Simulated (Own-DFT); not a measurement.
# Point defects and the pressure they add: grey tin

Everything here is calculated. The program is Own-DFT (plane waves, in-house, since retired, never reviewed by a person); positions were held fixed, and spin and spin-orbit coupling were off.

All runs used: PBE; PseudoDojo norm-conserving scalar-relativistic files; cutoff 42 hartree; 3 x 3 x 3 k mesh centred on Gamma; cold (Marzari-Vanderbilt) smearing of 0.2 eV.

Keep in mind (not all hold for every row): not probed for a lower state with spin; forces on such cells moved up to 12 meV/angstrom on a denser k mesh; stress not checked against mesh or cutoff.

All runs share one cell, with vectors in Å (12.978, 0.000, 0.000); (0.000, 12.978, 0.000); (0.000, 0.000, 12.978) and a volume of 2185.9 Å³. u is the rms random offset of the atoms per axis. The defect's site can differ from row to row.

```
cell,formula,u (Å),P (GPa)
no defect,Sn64,0.0200,3.38
no defect,Sn64,0.0468,3.56
no defect,Sn64,0.0502,3.61
one Sn vacancy,Sn63,0.0300,3.22
one Sn vacancy,Sn63,0.0307,3.22
one Sn vacancy,Sn63,0.0508,3.41
two Sn vacancies,Sn62,0.0286,3.14
two Sn vacancies,Sn62,0.0336,3.13
two Sn vacancies,Sn62,0.0499,3.37
two Sn vacancies,Sn62,0.0525,?
```

## What the rows give

P = P0 + c u² + a shift for each defect gives P0 = 3.32 GPa, c = 118 ± 11 GPa/Å² and a scatter of 0.03 GPa. The shifts, and each times the cell's volume:

- one Sn vacancy: -0.21 ± 0.02 GPa, -2.9 eV
- two Sn vacancies: -0.28 ± 0.02 GPa, -3.8 eV (-1.9 eV for each of its 2 sites)

A positive shift means that the defect pushes the cell outwards. Shift times volume (160.2 GPa Å³ is 1 eV) depends little on the cell's size, so, taken for each site, it can be compared between cells at like pressure. The atoms around the defects weren't relaxed, which would change these numbers.

## Withheld run

The question: what pressure belongs in the blank (two Sn vacancies, u = 0.0525 Å)?

The fit gives 3.36 ± 0.03 GPa. The run itself gave 3.40 GPa.
